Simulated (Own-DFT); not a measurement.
Simulation results for Hf36O71 (tetragonal hafnia with one neutral oxygen vacancy, atoms displaced)

Computed with Own-DFT development build. A calculation, not a measurement: plane-wave PBE and HSE06 DFT by an unreviewed code, no spin, of a simulated cell at Gamma alone, so results move with cell size and shape, stress positive in tension, energies less offsets, not probed for a lower state with spin; hafnium file: forces about 75 meV/angstrom off all-electron values; oxygen file: force components 24 meV/angstrom off all-electron in a glass; k mesh not checked against a denser one; forces and stress are PBE's, HSE06 gives the energy alone, and its difference from PBE has offsets of its own; offsets are fitted by least squares, one for each functional and potential file, so energies compare only between cells with the same atoms and settings and are not formation energies; the far tail of each file's local potential was reset to the Coulomb form; each entry is a single point on an unrelaxed cell, so the pressure reflects the starting lattice, taken from the Materials Project, from which strain is counted, and rises with the displacements; printed positions are rounded, which can move forces by about a meV/angstrom; the program is a retired in-house code; no spin-orbit coupling.

Settings shared by all entries: first functional PBE; second functional HSE06; exact exchange share 0.25; screening 0.11 1/bohr; exchange divergence Gygi-Baldereschi; potential files PseudoDojo norm-conserving, scalar-relativistic, made for PBE, standard set; wave cutoff 48 hartree; occupations fixed; k mesh 1 x 1 x 1 centred on Gamma.

(1) Hf36O71 (tetragonal hafnia with one neutral oxygen vacancy, atoms displaced)

```xyz
107
Lattice="10.7800 0.0000 0.0000 0.0000 10.7800 0.0000 0.0000 0.0000 10.4493" Properties=species:S:1:pos:R:3 Hf36O71
Hf    10.7384    10.7440     0.0109
Hf     1.6976     1.9014     2.6247
O      0.0333     1.7006     1.5237
O      1.8065    10.7139     3.6829
O      0.0640     1.8450     4.2473
O      1.8347     0.0564     1.0268
Hf     0.0005    10.7286     5.2883
Hf     1.8151     1.7750     7.8387
O     10.7245     1.8146     6.8617
O      1.7197     0.0270     8.7909
O      0.0104     1.8520     9.4525
O      1.8524     0.0176     6.2036
Hf    10.6923     3.5747     0.0429
Hf     1.6900     5.4050     2.6049
O      0.0337     5.2992     1.6644
O      1.7879     3.6126     3.6522
O      0.0097     5.3350     4.2607
O      1.8481     3.6230     0.9812
Hf    10.7643     3.5916     5.2333
Hf     1.8079     5.4633     7.7792
O      0.1282     5.3809     6.8535
O      1.9244     3.6173     8.8413
O     10.7594     5.4106     9.4294
O      1.7901     3.6135     6.2951
Hf     0.0346     7.1501     0.0473
Hf     1.7787     8.9887     2.5606
O     10.7101     8.9540     1.6084
O      1.8099     7.2331     3.6116
O      0.0694     8.8955     4.3326
O      1.7734     7.1787     1.0065
Hf     0.0004     7.1974     5.1903
Hf     1.8214     8.9405     7.8441
O     10.7304     8.9173     6.8691
O      1.7764     7.1682     8.8418
O     10.7631     8.9211     9.4686
O      1.8312     7.1764     6.2477
Hf     3.6813     0.0427     0.0200
Hf     5.4497     1.8524     2.5797
O      3.5731     1.8407     1.6346
O      5.4302     0.0424     3.6054
O      3.6026     1.8062     4.2617
O      5.3368     0.0207     0.9890
Hf     3.6046    10.7610     5.1993
Hf     5.4199     1.7843     7.8841
O      3.5420     1.7637     6.8290
O      5.5029    10.7783     8.8586
O      3.5831     1.8051     9.4281
O      5.4795     0.0684     6.3049
Hf     3.6648     3.5824    10.3955
Hf     5.3654     5.3634     2.5486
O      3.6092     5.4416     1.5356
O      5.3512     3.4961     3.6058
O      3.6461     5.3024     4.2051
O      5.4232     3.5173     1.0242
Hf     3.6589     3.5997     5.2127
Hf     5.4236     5.3160     7.8332
O      3.4167     5.4351     6.7574
O      5.3473     3.5481     8.8195
O      3.6211     5.4474     9.4389
O      5.3663     3.5780     6.3003
Hf     3.6153     7.1583     0.1082
Hf     5.4027     8.9575     2.6649
O      3.6479     8.8839     1.5179
O      5.4140     7.2057     3.6641
O      3.5578     8.9799     4.2796
O      5.3450     7.1378     1.0447
Hf     3.5160     7.1269     5.3038
Hf     5.4376     8.9617     7.7689
O      3.6209     8.9094     6.7943
O      5.3807     7.2415     8.8110
O      3.5738     8.8730     9.3654
O      5.3308     7.2853     6.2332
Hf     7.2310     0.0444     0.0586
Hf     8.9302     1.7516     2.5757
O      7.1721     1.8818     1.5558
O      8.9886    10.7704     3.5579
O      7.1487     1.7884     4.3130
O      9.0016    10.7178     0.9713
Hf     7.2865    10.7689     5.2616
Hf     8.9543     1.8271     7.9068
O      7.2177     1.8309     6.7697
O      8.9636     0.0981     8.8778
O      7.0890     1.8482     9.4440
O      9.0108     0.0440     6.2053
Hf     7.1265     3.6083    10.4459
Hf     9.0268     5.3866     2.5853
O      7.1751     5.4289     1.5642
O      8.9486     3.6323     3.5733
O      7.1405     5.4618     4.1895
O      8.9602     3.6119     1.1057
Hf     7.2776     3.5537     5.1577
Hf     9.0226     5.3585     7.8058
O      7.1664     5.3595     6.8001
O      8.9341     3.6133     8.9137
O      7.1228     5.3691     9.4488
O      9.0295     3.6214     6.2619
Hf     7.2051     7.1661    10.4342
Hf     9.0689     9.0137     2.5807
O      9.0250     7.1973     3.6018
O      7.2418     9.0576     4.1933
O      8.9822     7.2082     0.9198
Hf     7.2319     7.1814     5.2848
Hf     8.9725     8.9465     7.7434
O      7.1593     8.9899     6.8704
O      8.9610     7.1754     8.9023
O      7.1905     8.9118     9.4343
O      9.0523     7.2148     6.2292
```

- PBE energy of cell above offsets: -96.222 eV
- HSE06 less PBE above offsets: 0.090 eV
- PBE pressure: 2.98 GPa
- PBE stress xx: -4.15 GPa
- PBE stress yy: -1.27 GPa
- PBE stress zz: -3.52 GPa
- PBE stress yz: -0.18 GPa
- PBE stress xz: 0.13 GPa
- PBE stress xy: 0.1 GPa

Force:
```csv
element,x (eV/Å),y (eV/Å),z (eV/Å)
Hf,2.597,0.61,-1.67
Hf,2.322,-1.537,0.182
O,-2.047,0.691,0.882
O,-0.665,0.723,-1.105
O,-0.687,-1.327,-0.727
O,-0.468,-1.14,-0.329
Hf,2.423,1.158,-0.518
Hf,-0.213,1.78,-0.288
O,0.114,-0.46,-0.117
O,-0.117,-1.324,0.545
O,-0.526,-0.397,0.345
O,-1.718,-0.509,0.47
Hf,1.984,0.33,-1.171
Hf,3.642,-0.498,1.013
O,-1.708,0.5,-1.332
O,-0.324,0.639,-0.509
O,-0.177,1.345,-1.071
O,-1.289,-0.135,0.517
Hf,2.416,-0.572,1.502
Hf,0.279,-2,2.733
O,-3.761,0.297,-0.958
O,-0.301,-0.045,-0.006
O,-0.518,-0.988,0.785
O,-0.274,-0.671,-1.432
Hf,-0.459,0.39,-2.377
Hf,1.865,0.935,0.515
O,2.417,0.308,-0.457
O,-0.294,-1.203,-0.107
O,-0.568,2.473,-1.56
O,-0.296,-0.094,1.081
Hf,1.059,-1.747,0.988
Hf,1.187,0.397,0.783
O,1.128,0.727,-0.745
O,-0.553,0.622,0.311
O,-0.115,0.788,0.171
O,-2.456,0.849,0.247
Hf,-2.152,-1.192,-1.154
Hf,-2.793,-1.966,0.598
O,0.451,-0.052,-0.017
O,-0.172,-0.67,-0.255
O,-0.304,-0.292,-0.415
O,2.291,-0.044,0.807
Hf,0.709,0.837,0.354
Hf,-0.783,-1.399,-1.955
O,1.43,-0.055,0.477
O,-0.553,-0.233,0.408
O,0.59,-0.919,0.107
O,-0.487,-0.487,-0.869
Hf,-2.393,0.736,-0.211
Hf,-0.126,1.228,1.306
O,-0.633,-0.587,1.011
O,0.847,2.051,0.461
O,0.11,1.531,-0.661
O,-0.414,0.753,0.103
Hf,-1.53,-1.215,1.009
Hf,-1.577,1.634,0.257
O,4.291,-0.149,-0.52
O,0.117,1.196,1.148
O,0.773,-0.93,-0.219
O,0.904,0.623,-0.541
Hf,-0.169,0.61,-2.237
Hf,0.04,0.2,0.033
O,-0.857,0.761,1.395
O,0.05,-0.287,-0.691
O,0.383,-0.501,-1.119
O,2.26,0.304,0.37
Hf,1.976,0.532,-1.603
Hf,-2.533,0.111,1.77
O,-0.787,0.795,0.232
O,0.719,-1.719,0
O,-0.362,2.062,0.672
O,1.75,-0.972,-0.155
Hf,-1.912,-1.643,-1.965
Hf,1.109,1.064,0.202
O,1.514,-1.11,0.046
O,0.616,0.65,0.595
O,1.017,-0.283,-2.027
O,-0.655,0.334,1.326
Hf,-2.879,0.255,-0.248
Hf,0.636,0.38,-0.914
O,0.476,0.419,1.046
O,-0.115,-1.581,-0.032
O,0.577,-0.218,0.092
O,0.164,-0.809,0.906
Hf,1.179,0.489,0.044
Hf,-2.016,0.65,0.296
O,0.541,-0.46,0.318
O,-0.379,-1.311,0.907
O,0.516,-1.132,0.375
O,-0.049,-0.231,-0.722
Hf,-1.214,1.346,1.372
Hf,0.755,0.624,0.861
O,0.941,0.618,0.057
O,0.133,0.201,-0.084
O,-0.327,-0.247,-0.834
O,-0.854,0.591,-0.079
Hf,-1.012,0.365,-0.386
Hf,-3.518,-1.097,0.755
O,0.296,-0.101,-0.068
O,0.062,-1.449,0.347
O,0.37,-0.233,1.687
Hf,-2.046,0.181,-1.434
Hf,-0.16,-0.263,3.129
O,2.266,-0.221,-1.806
O,-0.253,-0.45,-1.872
O,0.437,1.8,1.046
O,-1.194,-0.336,0.574
```

(2) Hf36O71 (tetragonal hafnia with one neutral oxygen vacancy, atoms displaced)

```xyz
107
Lattice="10.7800 0.0000 0.0000 0.0000 10.7800 0.0000 0.0000 0.0000 10.4493" Properties=species:S:1:pos:R:3 Hf36O71
Hf    10.6742     0.0194    10.4330
Hf     1.8590     1.7817     2.4098
O      0.0373     1.8936     1.5484
O      1.6877    10.7173     3.6611
O      0.0792     1.6276     4.1231
O      1.8211    10.6323     1.0570
Hf     0.0272    10.6971     5.1917
Hf     1.7568     1.7668     7.7409
O      0.0762     1.6894     6.8398
O      1.8046    10.7665     8.8027
O     10.6357     1.8025     9.4925
O      1.8871     0.0255     6.2397
Hf    10.6921     3.6795     0.0645
Hf     1.8604     5.4452     2.4567
O      0.1323     5.4567     1.6958
O      1.8002     3.6524     3.7264
O     10.7065     5.2913     4.2473
O      1.9150     3.5874     1.0953
Hf     0.0133     3.5851     5.3543
Hf     1.6805     5.3716     7.8211
O     10.6971     5.2205     6.7894
O      1.9217     3.6387     8.8859
O      0.0223     5.4847     9.4677
O      1.8381     3.5963     6.2290
Hf     0.0184     7.1806    10.3549
Hf     1.8880     9.0578     2.5182
O     10.6770     8.9592     1.4177
O      1.8696     7.1992     3.5504
O     10.7614     8.9841     4.0997
O      1.9214     7.1477     1.0056
Hf     0.0284     7.1847     5.3287
Hf     2.0027     8.8383     7.8335
O     10.7601     8.9255     6.8859
O      1.8742     7.1941     8.8180
O      0.0958     8.9255     9.6096
O      1.7602     7.1476     6.2896
Hf     3.4621     0.0373    10.4029
Hf     5.3436     1.7332     2.6359
O      3.5536     1.5634     1.5734
O      5.3434    10.6617     3.6108
O      3.5645     1.9144     4.2594
O      5.4158    10.7519     1.0213
Hf     3.5773    10.7233     5.3319
Hf     5.3033     1.8106     7.8484
O      3.7343     1.8753     6.7612
O      5.2498     0.0225     8.9870
O      3.5361     1.8345     9.4898
O      5.3400     0.0758     6.2316
Hf     3.4815     3.6800    10.3973
Hf     5.4665     5.2092     2.5703
O      3.4956     5.2460     1.6166
O      5.4203     3.7000     3.6200
O      3.5739     5.3638     4.2866
O      5.4460     3.6312     0.8823
Hf     3.5811     3.6904     5.1195
Hf     5.4452     5.4994     7.8693
O      3.6687     5.2965     6.7914
O      5.4695     3.7282     8.8300
O      3.4591     5.3738     9.3873
O      5.3422     3.6924     6.2855
Hf     3.6968     7.2679     0.0929
Hf     5.2225     8.9681     2.7135
O      3.6892     9.0423     1.4532
O      5.3756     7.1541     3.7188
O      3.6202     8.9761     4.2503
O      5.4394     7.2841     0.9705
Hf     3.6213     7.0778     5.3079
Hf     5.5768     8.9329     7.8961
O      3.6437     8.9643     6.9143
O      5.4948     7.3356     8.8382
O      3.5282     8.9501     9.4720
O      5.3340     7.0991     6.3554
Hf     7.1342     0.1042    10.3473
Hf     8.9093     1.8531     2.3868
O      7.1479     1.8353     1.7530
O      8.9143    10.7346     3.6448
O      7.1539     1.8096     4.2263
O      9.0060    10.6506     1.0218
Hf     7.1073    10.7015     5.1329
Hf     8.7024     1.8486     7.8103
O      7.3118     1.8210     6.8792
O      8.9341    10.7624     8.8957
O      7.0663     1.8541     9.3817
O      8.9114     0.1289     6.2974
Hf     7.1129     3.6425     0.0144
Hf     9.0510     5.3971     2.6469
O      7.2915     5.2718     1.5658
O      9.0256     3.6516     3.6854
O      6.9510     5.4067     4.2244
Hf     7.1708     3.6812     5.2113
Hf     8.8734     5.6064     7.7614
O      7.1030     5.4507     6.9295
O      8.9850     3.5771     8.8929
O      7.2308     5.5651     9.4649
O      8.8989     3.5609     6.1916
Hf     7.1704     7.2561     0.0095
Hf     8.9425     9.0119     2.7011
O      7.0586     8.9529     1.6103
O      8.9368     7.3309     3.5967
O      7.2353     8.9281     4.2796
O      9.0634     7.0543     1.0265
Hf     7.0740     7.1510     5.2679
Hf     9.0347     8.9778     7.7671
O      7.2511     8.8824     6.9419
O      9.0874     7.1704     8.8589
O      7.2233     9.1210     9.4217
O      8.9880     7.1789     6.1897
```

* PBE energy of cell above offsets: -86.653 eV
* HSE06 less PBE above offsets: 0.534 eV
* PBE pressure: 6.49 GPa
* PBE stress xx: -9.22 GPa
* PBE stress yy: -4.4 GPa
* PBE stress zz: -5.85 GPa
* PBE stress yz: 0.84 GPa
* PBE stress xz: 0.17 GPa
* PBE stress xy: -0.32 GPa

Force:
```csv
element,x (eV/Å),y (eV/Å),z (eV/Å)
Hf,0.784,-1.237,-0.381
Hf,-2.892,0.967,4.968
O,-0.836,0.108,-0.745
O,1.81,0.041,-0.91
O,-0.77,1.457,1.132
O,-1.691,1.091,-0.19
Hf,-0.543,2.271,-0.649
Hf,1.233,0.359,1.192
O,-1.669,0.877,-0.58
O,0.309,0.039,0.203
O,1.361,1.32,0.336
O,-1.308,-0.381,0.578
Hf,-0.111,-1.996,-1.16
Hf,-1.149,-0.182,5.291
O,-3.365,-1.341,-2.197
O,-0.06,-0.479,-1.721
O,-0.204,2.606,0.846
O,-2.49,-0.903,-0.314
Hf,0.294,-1.661,-2.899
Hf,2.48,-0.814,0.757
O,0,1.22,0.849
O,-1.516,-0.857,-0.731
O,0.522,-3.235,-1.554
O,-0.543,0.1,1.298
Hf,0.12,1.901,3.973
Hf,-2.887,-1.125,0.517
O,1.44,-0.061,3.117
O,-0.088,0.265,0.787
O,0.169,-1.262,1.62
O,-0.499,0.403,-0.342
Hf,-0.322,-0.1,-3.814
Hf,-3.004,2.476,1.882
O,1.605,-0.093,-1.227
O,-0.636,-1.642,0.166
O,-0.273,2.038,-3.547
O,0.824,-0.09,0.046
Hf,2.136,-0.546,-0.632
Hf,-0.654,-1.111,0.694
O,2.434,0.711,-0.257
O,0.514,2.912,1.12
O,1.071,-2.892,-1.796
O,-0.115,1.459,0.199
Hf,0.078,1.545,-2.043
Hf,0.698,0.935,0.549
O,-2.62,-0.714,0.628
O,0.972,-0.35,-1.918
O,0.659,0.396,-0.76
O,2.081,-0.684,0.771
Hf,1.204,0.088,-1.296
Hf,-0.381,3.822,-1.179
O,5.827,0.349,-1.628
O,-0.486,-3.92,0.309
O,0.444,3.001,-2.118
O,-2.993,-0.25,2.42
Hf,-0.738,-2.138,2.898
Hf,-3.597,-1.927,0.742
O,-1.731,1.662,0.699
O,0.123,-1.09,0.214
O,1.492,2.127,0.719
O,2.377,-0.59,-0.97
Hf,-2.081,-0.772,-1.858
Hf,2.576,-1.669,-2.021
O,-1.102,-0.595,1.354
O,-0.359,-0.065,-0.348
O,-0.203,-0.466,0.106
O,-0.364,-1.794,1.099
Hf,-0.746,-0.09,-1.534
Hf,-2.421,3.859,0.222
O,2.288,-0.033,-1.787
O,-0.381,-2.77,1.938
O,-0.063,0.059,-0.636
O,1.037,1.243,-0.404
Hf,-0.093,-1.736,1.972
Hf,3.76,-0.564,4.31
O,-1.668,0.423,-2.807
O,-0.606,1.436,0.292
O,-0.936,-0.066,0.316
O,-2.088,2.219,0.299
Hf,2.04,2.172,0.475
Hf,10.84,-0.718,5.226
O,-11.01,0.062,-5.266
O,0.317,0.046,-0.537
O,0.483,0.046,0.61
O,0.041,-1.853,-0.953
Hf,2.855,1.236,-2.204
Hf,1.373,1.538,0.146
O,-1.016,-0.442,0.532
O,-1.23,-1.267,-1.721
O,1.625,0.6,0.122
Hf,-0.745,-2.247,0.236
Hf,1.465,-3.542,1.356
O,2.213,0.296,-2.474
O,-0.369,2.265,0.381
O,-0.247,-1.867,-0.591
O,0.193,0.303,0.865
Hf,2.143,2.067,1.741
Hf,0.563,0.671,-3.441
O,1.246,-0.256,0.951
O,-0.169,-4.247,1.4
O,-1.095,-0.145,0.591
O,-1.528,-0.167,-0.84
Hf,0.303,0.523,-1.538
Hf,0.425,2.121,2.454
O,-0.467,-0.255,-2.416
O,-0.392,2.104,-0.295
O,-0.517,-1.831,-0.233
O,-0.779,-0.708,0.938
```

(3) Hf36O71 (tetragonal hafnia with one neutral oxygen vacancy, atoms displaced)

```xyz
107
Lattice="10.7800 0.0000 0.0000 0.0000 10.7800 0.0000 0.0000 0.0000 10.4493" Properties=species:S:1:pos:R:3 Hf36O71
Hf     0.0069     0.0086     0.0817
Hf     1.6373     1.8322     2.4200
O      0.1449     1.7491     1.5514
O      1.8216     0.0714     3.5908
O      0.0761     1.9017     4.1625
O      1.7513    10.7024     1.0334
Hf     0.1414    10.6835     5.1006
Hf     1.7722     1.6821     7.8934
O      0.0554     1.7971     6.8636
O      1.8003     0.0198     8.7765
O     10.7040     1.6949     9.4357
O      1.7578    10.7508     6.2088
Hf     0.0795     3.5062    10.4267
Hf     1.7502     5.2861     2.5869
O     10.6997     5.3170     1.6411
O      1.7308     3.5954     3.4644
O      0.0540     5.3800     4.2647
O      2.0493     3.5618     0.8822
Hf    10.7471     3.6440     5.2439
Hf     1.8086     5.5148     7.9886
O      0.2207     5.4010     6.7076
O      1.6411     3.4933     8.9004
O     10.7583     5.4081     9.4630
O      1.7999     3.5317     6.2662
Hf     0.0486     7.0941    10.3870
Hf     1.8825     8.9495     2.5576
O      0.1384     8.8708     1.6623
O      1.8374     7.2013     3.5907
O     10.7718     8.9925     4.3003
O      1.7325     7.1829     1.0339
Hf    10.6908     7.2355     5.2287
Hf     1.8674     9.0128     7.8248
O     10.7241     8.9033     6.8480
O      1.7368     7.3131     8.8585
O     10.7351     8.9584     9.3959
O      1.8276     7.3918     6.1681
Hf     3.6694     0.1124    10.3337
Hf     5.2570     1.7639     2.4654
O      3.5203     1.7750     1.6532
O      5.3578     0.0162     3.7658
O      3.4168     1.8026     4.2353
O      5.2664    10.7180     1.0099
Hf     3.6385     0.1148     5.2127
Hf     5.4974     1.6929     7.7798
O      3.5438     1.8589     6.9323
O      5.4136     0.0797     8.7273
O      3.5939     1.9130     9.5458
O      5.4811    10.6774     6.3514
Hf     3.5219     3.5049    10.4012
Hf     5.3783     5.4685     2.4887
O      3.5297     5.4227     1.6428
O      3.5218     5.4958     4.2151
O      5.3852     3.5184     1.0325
Hf     3.5618     3.5763     5.2801
Hf     5.2903     5.3197     7.7711
O      3.5015     5.4682     6.8157
O      5.3759     3.5438     8.8790
O      3.5790     5.3725     9.4228
O      5.4310     3.6619     6.2972
Hf     3.5432     7.0609    10.3863
Hf     5.2656     9.0017     2.6379
O      3.6492     8.9950     1.6413
O      5.3756     7.1359     3.5455
O      3.6200     8.9131     4.2226
O      5.4416     7.0681     1.1134
Hf     3.6782     7.0838     5.1881
Hf     5.3398     9.0112     7.8041
O      3.5454     9.0158     6.8025
O      5.4375     7.1750     8.7722
O      3.4850     8.9203     9.4468
O      5.2647     7.1708     6.2954
Hf     7.2673    10.7761     0.1120
Hf     8.8995     1.8391     2.5545
O      7.1738     1.7170     1.5412
O      8.9926     0.0872     3.6357
O      7.2933     1.7870     4.3045
O      8.9648    10.7507     0.9827
Hf     7.2532    10.6938     5.3177
Hf     9.0184     1.7036     7.9305
O      7.3157     1.7951     6.8313
O      8.9876     0.1058     8.8013
O      7.1169     1.6967     9.5793
O      8.9538     0.0092     6.2567
Hf     7.0892     3.5620    10.2197
Hf     8.8292     5.4806     2.6116
O      7.3863     5.4148     1.5668
O      8.9391     3.6251     3.4292
O      7.2242     5.5486     4.1687
O      9.0977     3.4353     0.9197
Hf     7.1185     3.6329     5.2306
Hf     8.9059     5.1950     7.7856
O      7.1800     5.3751     6.7178
O      8.9623     3.7167     8.8456
O      7.1266     5.4265     9.4501
O      8.9295     3.6810     6.2315
Hf     7.2495     7.1799     0.0979
Hf     8.8982     8.9342     2.6255
O      7.2093     8.9687     1.5521
O      8.9092     7.1129     3.5979
O      7.0943     9.0669     4.2247
O      8.9788     7.1260     1.0144
Hf     7.2225     7.1247     5.3224
Hf     9.0397     8.9587     7.7918
O      7.1278     8.9891     6.8244
O      8.9430     7.1911     8.8561
O      7.2834     9.1164     9.3991
O      9.0355     7.1477     6.2653
```

* PBE energy of cell above offsets: -87.299 eV
* HSE06 less PBE above offsets: 0.401 eV
* PBE pressure: 7.44 GPa
* PBE stress xx: -7.02 GPa
* PBE stress yy: -7.37 GPa
* PBE stress zz: -7.93 GPa
* PBE stress yz: -0.13 GPa
* PBE stress xz: -2.55 GPa
* PBE stress xy: -0.28 GPa

Force:
```csv
element,x (eV/Å),y (eV/Å),z (eV/Å)
Hf,-0.007,-2.582,-1.219
Hf,6.724,-0.804,7.408
O,-7.635,0.023,-4.386
O,-0.538,-1.328,0.019
O,-0.499,-1.086,0.026
O,1.747,0.608,-1.299
Hf,-1.603,4.008,0.747
Hf,-1.25,3.361,-2.745
O,-1.482,0.034,0.261
O,0.588,-1.326,2.283
O,0.392,1.086,0.488
O,1.407,0.053,0.569
Hf,-1.003,1.43,0.3
Hf,-1.051,3.608,0.983
O,1.243,-0.331,-0.866
O,0.572,-0.72,1.002
O,-0.375,0.681,-0.5
O,-8.382,0.255,4.262
Hf,1.267,-0.533,-0.125
Hf,-1.666,-1.828,-2.72
O,-1.693,0.062,2.108
O,0.751,1.263,-0.404
O,0.924,-1.847,-1.021
O,0.406,0.046,-1.109
Hf,-1.711,2.715,1.48
Hf,-0.17,-0.31,1.839
O,-3.521,0.839,-0.184
O,-0.642,-0.513,-0.625
O,-0.703,-1.408,-1.989
O,1.947,-0.663,-1.414
Hf,3.821,-1.778,0.154
Hf,-1.298,-0.367,-1.798
O,1.472,0.567,-0.639
O,0.405,-2.337,0.956
O,-0.191,1.196,0.974
O,-0.381,-0.543,0.56
Hf,-1.785,-2.756,1.238
Hf,2.098,0.55,2.444
O,0.362,-0.619,-1.781
O,-0.789,0.888,-1.573
O,1.569,1.45,0.546
O,1.699,0.564,0.044
Hf,-0.237,-2.399,-0.213
Hf,0.105,2.212,-1.289
O,2.174,-0.775,-0.751
O,-1.754,-2.075,2.992
O,-0.057,-4.721,-2.954
O,-1.616,1.717,-0.869
Hf,6.536,4.285,-0.664
Hf,-0.104,-1.101,0.857
O,1.28,0.315,-1.078
O,0.566,-4.723,-0.979
O,0.179,0.418,-0.122
Hf,-1.082,0.242,-0.683
Hf,1.054,1.647,0.622
O,0.342,-0.828,0.566
O,0.788,0.073,-0.869
O,-0.357,-0.805,-1.033
O,-1.491,-0.38,-0.529
Hf,0.639,2.315,2.262
Hf,1.643,-0.017,2.009
O,-1.102,-0.616,-1.719
O,0.041,0.89,1.056
O,0.532,1.663,-0.269
O,-0.772,0.256,-1.852
Hf,-3.254,3.399,0.19
Hf,0.389,-1.19,-0.023
O,1.659,0.916,0.655
O,-0.771,-0.121,0.776
O,0.912,1.247,0.103
O,3.119,-0.281,-0.019
Hf,-1.78,-1.675,-1.094
Hf,0.122,0.654,1.288
O,-1.077,-0.186,1.041
O,0.335,-1.897,-0.979
O,-0.582,0.814,-0.307
O,2.278,-0.06,1.37
Hf,-0.239,1.621,-1.191
Hf,1.489,2.153,-3.014
O,-1.987,0.603,0.81
O,-0.196,-3.649,1.838
O,0.125,1.328,-2.756
O,2.052,-0.524,0.386
Hf,0.813,0.738,3.229
Hf,5.869,-2.579,1.411
O,-6.56,-0.76,-3.162
O,-0.311,0.005,1.598
O,-0.851,-2.709,0.057
O,-1.387,-0.836,-0.912
Hf,1.198,-0.864,-1.936
Hf,1.509,5.384,-1.755
O,-1.015,0.517,0.813
O,-0.262,-4.502,1.809
O,-0.079,-0.804,-0.893
O,0.84,0.388,-0.185
Hf,-0.179,1.075,-2.636
Hf,1.551,1.017,0.288
O,-0.869,0.03,0.552
O,0.58,3.933,1.848
O,1.174,-2.465,-0.645
O,1.289,1.121,0.453
Hf,-1.017,1.877,0
Hf,-1.477,-0.014,1.882
O,1.086,-0.991,-0.194
O,-0.115,-0.974,-0.412
O,-0.754,-1.042,0.869
O,-1.944,0.106,0.063
```
